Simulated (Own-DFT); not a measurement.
## Calculated data, AlGa3N4 (wurtzite random alloy, strained, atoms displaced)

All values are calculated (Own-DFT development build). A calculation, not a measurement: plane-wave PBE density functional theory by an unreviewed code, no spin, of a simulated periodic cell, stress positive in tension, free energy of the whole cell less one offset for each atom, forces on such cells passed a denser k mesh, this cell's mesh not checked; offsets are fitted by least squares, one for each functional and potential file, so energies compare only between cells with the same atoms and settings and are not formation energies; the far tail of each file's local potential was reset to the Coulomb form; each entry is a single point on an unrelaxed cell, so the pressure reflects the starting lattice, mostly measured values, from which strain is counted, and rises with the displacements; printed positions are rounded, which can move forces by about a meV/angstrom; the program is a retired in-house code; no spin-orbit coupling.

Settings shared by all entries: functional PBE; potential files PseudoDojo norm-conserving, scalar-relativistic, standard set with the stringent files for Ga; wave cutoff 96 hartree; occupations Gaussian; smearing width 0.01 eV; k mesh 4 x 4 x 3 centred on Gamma.

(1) AlGa3N4 (wurtzite random alloy, strained, atoms displaced)

```
AlGa3N4
1.0
      9.5092     0.0713     0.0000
     -4.6929     8.1996     0.0000
      0.0000     0.0000    10.2685
Ga N Ga N Ga N Ga N Al N Ga Al N Al N Ga Al N Ga N Al Ga N Ga N Ga N Ga N Ga N Ga Al N Ga N Ga N Ga Al N
2 2 2 2 2 2 2 2 2 2 1 1 2 2 2 1 1 2 2 2 1 1 2 2 2 2 2 2 2 2 2 1 1 2 2 2 2 2 1 1 2
Direct
  0.10923 0.22649 0.00709
  0.22128 0.11645 0.25216
  0.11404 0.22662 0.17300
  0.21623 0.11522 0.44210
  0.11480 0.22345 0.50771
  0.22520 0.11138 0.74955
  0.11746 0.22005 0.69451
  0.22603 0.11044 0.93781
  0.11526 0.55310 0.99897
  0.21848 0.43937 0.25022
  0.12468 0.55893 0.18340
  0.22502 0.44494 0.43760
  0.11383 0.54760 0.50590
  0.21847 0.44962 0.74765
  0.11070 0.55605 0.68856
  0.22460 0.44126 0.94055
  0.11082 0.89791 0.99684
  0.22830 0.78268 0.25623
  0.10688 0.87024 0.19261
  0.22359 0.78280 0.44393
  0.10907 0.88702 0.50921
  0.22664 0.77819 0.75110
  0.10788 0.88007 0.69214
  0.22006 0.77104 0.94554
  0.44010 0.22049 0.99751
  0.55124 0.11636 0.25340
  0.43788 0.21509 0.18840
  0.56565 0.11689 0.43660
  0.44852 0.21757 0.49095
  0.56296 0.12398 0.74190
  0.44782 0.22069 0.68614
  0.55423 0.10661 0.94111
  0.44350 0.55238 0.99707
  0.54933 0.44339 0.24974
  0.44830 0.55712 0.18626
  0.56254 0.43928 0.44285
  0.45620 0.56726 0.49711
  0.55803 0.44780 0.75658
  0.45434 0.56194 0.68625
  0.55178 0.44643 0.95086
  0.44842 0.89846 0.00020
  0.55491 0.77281 0.25410
  0.46025 0.90458 0.18887
  0.54849 0.77478 0.44274
  0.44412 0.87835 0.50686
  0.55883 0.77259 0.74913
  0.44586 0.89136 0.69217
  0.55956 0.77927 0.94055
  0.78238 0.23732 0.99944
  0.89004 0.11332 0.24169
  0.77818 0.22768 0.18953
  0.89992 0.10964 0.43354
  0.77870 0.23096 0.49993
  0.88708 0.10835 0.75267
  0.78600 0.21341 0.69484
  0.88048 0.10967 0.94394
  0.77070 0.55437 0.99778
  0.89042 0.44512 0.24065
  0.76878 0.54698 0.19984
  0.89220 0.45853 0.44033
  0.78632 0.56037 0.50200
  0.89392 0.43296 0.73759
  0.77348 0.55757 0.69543
  0.88049 0.43695 0.94087
  0.79035 0.89832 0.99558
  0.89591 0.78410 0.24608
  0.77128 0.88924 0.18807
  0.89338 0.77992 0.43936
  0.76879 0.89091 0.48827
  0.88113 0.76128 0.74902
  0.77081 0.87957 0.68673
  0.89098 0.78483 0.94162
```

| Quantity | Value |
| --- | --- |
| free energy of cell above offsets | -8.471 eV |
| pressure | 7.19 GPa |
| stress xx | -7.23 GPa |
| stress yy | -7.95 GPa |
| stress zz | -6.39 GPa |
| stress yz | 0.49 GPa |
| stress xz | -0.03 GPa |
| stress xy | 3.13 GPa |

Force:
```csv
element,x (eV/Å),y (eV/Å),z (eV/Å)
Ga,0.197,-0.805,-5.432
Ga,0.041,-1.406,-0.117
N,0.031,-0.803,5.682
N,2.048,-0.801,-0.545
Ga,-0.768,0.253,-0.264
Ga,0.788,-0.788,0.216
N,-1.6,0.725,-0.193
N,-0.265,0.191,0.667
Ga,-0.825,0.154,0.015
Ga,0.739,0.809,-0.191
N,-2.098,0.286,1.794
N,1.296,0.314,0.665
Ga,-0.971,1.346,-1.838
Ga,2.455,-0.861,0.87
N,0.026,1.158,0.558
N,-0.389,0.154,-1.239
Al,1.242,-1.837,0.749
Al,1.007,-0.489,-0.691
N,0.272,2.546,-1.646
N,0.821,-0.79,-0.814
Ga,-0.311,0.501,-1.176
Al,-0.195,0.377,0.85
N,-0.257,-0.28,1.311
N,-0.892,1.629,-1.837
Al,0.833,-0.313,0.545
Al,1.629,-0.147,-0.827
N,0.084,0.512,-0.526
N,-0.069,-1.486,-0.15
Ga,-1.439,0.376,1.186
Al,0.517,-2.128,1.708
N,-0.029,0.547,0.196
N,-0.958,2.996,-1.869
Ga,-1.226,1.996,0.783
Ga,0.879,-0.511,0.598
N,-1.142,-0.433,0.649
N,-1.74,1.563,-0.269
Al,0.327,-3.065,0.759
Ga,-0.518,-0.955,-0.435
N,-1.32,-1.617,-0.926
N,1.183,-2.132,-1.697
Ga,0.546,-2.082,0.373
Ga,-0.736,0.927,-1.342
N,-1.471,-1.261,1.388
N,1.104,-0.381,-1.077
Ga,-1.902,1.834,-0.114
Ga,-0.89,1.35,1.336
N,-0.417,0.421,0.497
N,-0.082,-0.183,-0.202
Ga,-0.557,-3.975,1.136
Ga,-0.307,-0.06,0.604
N,-0.619,0.188,0.59
N,-1.569,1.079,0.218
Ga,1.592,-0.364,-0.722
Ga,2.402,-1.983,0.659
N,-3.143,0.837,-1.852
N,1.057,1.896,-0.815
Ga,0.99,0.801,1.404
Al,0.282,0.784,1.056
N,1.169,0.901,-1.614
N,2.394,-1.803,-1.03
Ga,-1.951,0.605,0.059
Ga,-1.863,1.393,2.139
N,1.626,-1.715,-0.609
N,0.702,3.544,-1.889
Ga,-2.359,-1.599,1.089
Ga,-1.199,-1.381,0.805
N,1.318,0.049,0.168
N,-0.925,0.224,-0.064
Ga,2.09,0.042,1.536
Al,-0.111,3.326,0.687
N,1.722,0.819,-0.239
N,1.703,-1.018,-1.294
```

(2) AlGa3N4 (wurtzite random alloy, strained, atoms displaced)

```
AlGa3N4
1.0
      9.7232     0.0000     0.0000
     -4.8616     8.4205     0.0000
      0.0000     0.0000    10.2685
Ga N Ga N Al N Ga N Ga N Ga N Ga N Ga Al N Al Ga N Ga N Ga N Al N Al Ga N Ga N Al Ga N Ga N Al Ga N Ga N
2 2 2 2 2 2 2 2 2 2 2 2 2 2 1 1 2 1 1 2 2 2 2 2 2 2 1 1 2 2 2 1 1 2 2 2 1 1 2 2 2
Direct
  0.10520 0.21831 0.99613
  0.21326 0.10847 0.25108
  0.11542 0.21821 0.19333
  0.21648 0.10642 0.43516
  0.11084 0.21718 0.50974
  0.22872 0.11516 0.74739
  0.11983 0.22277 0.69272
  0.21496 0.11022 0.94225
  0.11344 0.55729 0.00189
  0.22533 0.45120 0.25776
  0.10757 0.55796 0.18900
  0.21157 0.43819 0.44077
  0.10121 0.55328 0.49714
  0.22163 0.44721 0.75045
  0.11785 0.54996 0.68244
  0.21641 0.45170 0.94314
  0.10602 0.88061 0.98637
  0.21892 0.76921 0.24885
  0.11534 0.88969 0.18601
  0.22340 0.78365 0.44783
  0.10162 0.87908 0.49551
  0.22056 0.77033 0.74586
  0.09729 0.88055 0.69082
  0.21804 0.78059 0.94051
  0.44227 0.22507 0.99854
  0.55058 0.11930 0.24041
  0.44625 0.23022 0.18213
  0.55317 0.10997 0.43785
  0.44264 0.21952 0.50503
  0.56295 0.11243 0.74574
  0.43550 0.21945 0.68831
  0.56990 0.11539 0.93846
  0.44271 0.55132 0.99328
  0.55718 0.44646 0.24510
  0.44014 0.55808 0.19185
  0.55085 0.43038 0.44221
  0.44284 0.55511 0.49486
  0.54336 0.44165 0.74563
  0.45018 0.54988 0.68050
  0.56713 0.44451 0.93192
  0.44561 0.89060 0.00212
  0.55441 0.77441 0.25497
  0.45011 0.89017 0.19458
  0.55125 0.76701 0.43265
  0.44972 0.89673 0.50887
  0.55320 0.77617 0.75315
  0.43593 0.87991 0.68367
  0.55979 0.78361 0.93805
  0.78186 0.22621 0.99929
  0.89508 0.11854 0.24745
  0.76802 0.21737 0.18752
  0.88416 0.10971 0.43706
  0.78355 0.22835 0.49608
  0.89034 0.11516 0.75855
  0.77618 0.21603 0.68505
  0.88036 0.09589 0.94000
  0.77518 0.55494 0.99723
  0.89067 0.44852 0.25120
  0.77825 0.55482 0.18969
  0.88396 0.44234 0.43729
  0.78154 0.56395 0.49749
  0.88120 0.44230 0.74522
  0.77770 0.55880 0.68366
  0.88004 0.43609 0.93800
  0.77020 0.87982 0.00130
  0.88880 0.77744 0.24909
  0.79385 0.89571 0.18476
  0.88794 0.77988 0.44491
  0.76922 0.89286 0.49949
  0.90184 0.78429 0.74974
  0.78309 0.89419 0.70000
  0.88068 0.76460 0.93758
```

| Quantity | Value |
| --- | --- |
| free energy of cell above offsets | -9.832 eV |
| pressure | -1.39 GPa |
| stress xx | 3.79 GPa |
| stress yy | 4.14 GPa |
| stress zz | -3.75 GPa |
| stress yz | 0.81 GPa |
| stress xz | -0.13 GPa |
| stress xy | 0.25 GPa |

Force:
```csv
element,x (eV/Å),y (eV/Å),z (eV/Å)
Ga,-0.169,0.072,0.994
Ga,1.598,-0.513,-0.566
N,-1.644,2.49,-0.911
N,0.241,0.035,1.504
Ga,-0.38,-0.05,-1.756
Ga,-1.027,-1.684,0.941
N,-1.306,0.298,0.819
N,1.004,0.037,-0.915
Al,-1.464,0.194,-0.27
Al,-0.131,-1.186,-1.007
N,1.385,-1.303,-0.409
N,0.464,0.475,-0.443
Ga,1.072,0.522,-0.209
Ga,0.946,-0.529,-0.282
N,-1.811,0.264,0.963
N,1.542,-0.25,-0.167
Ga,-1.182,1.06,1.932
Ga,-0.112,2.171,0.655
N,-0.095,-0.588,-0.023
N,1.157,-0.752,-0.777
Ga,0.442,1.48,0.62
Ga,-0.918,0.212,0.104
N,3.805,2.047,-0.931
N,1.835,-1.601,-0.568
Ga,0.585,-0.595,-0.876
Ga,0.51,-1.014,1.229
N,-0.651,-0.519,0.755
N,0.324,-0.444,0.56
Ga,-0.169,-0.793,-1.547
Al,-0.918,-0.404,0.649
N,2.569,-0.2,0.921
N,-1.209,-0.377,-0.946
Al,-0.041,0.615,0.849
Ga,-0.309,-0.151,0.989
N,0.051,-0.743,-1.272
N,-0.327,1.906,-0.907
Ga,0.192,-1.343,-0.264
Ga,2.551,-0.097,-0.115
N,-2.321,2.076,1.467
N,-2.24,0.463,1.126
Ga,-0.029,0.363,0.051
Ga,0.547,1.114,-2.173
N,-0.755,-0.201,-0.59
N,-0.869,1.628,2.508
Al,-0.544,-0.733,-2.832
Al,0.835,0.215,-0.829
N,1.612,1.193,1.806
N,-0.171,-1.876,-0.041
Al,0.084,-0.889,0.283
Ga,-0.449,-0.645,-0.093
N,1.348,1.186,-0.614
N,0.478,0.344,0.457
Ga,-0.687,-1.175,-0.267
Ga,0.464,-0.505,-1.366
N,-0.516,0.465,0.533
N,-0.51,1.334,1.482
Al,1.013,-0.492,0.215
Ga,-0.498,-1.014,-0.78
N,-0.251,0.28,-1.034
N,0.024,0.791,0.226
Ga,-0.74,-1.324,0.026
Ga,0.388,0.176,0.244
N,0.019,-0.455,0.807
N,0.896,1.265,0.634
Al,1.013,0.427,-0.319
Ga,0.634,0.411,-0.049
N,-1.571,-0.68,0.008
N,-1.084,-0.008,-1.225
Ga,1.013,-0.334,0.802
Ga,-3.564,-2.033,0.575
N,-1.355,-0.825,-1.077
N,-0.626,0.718,0.714
```
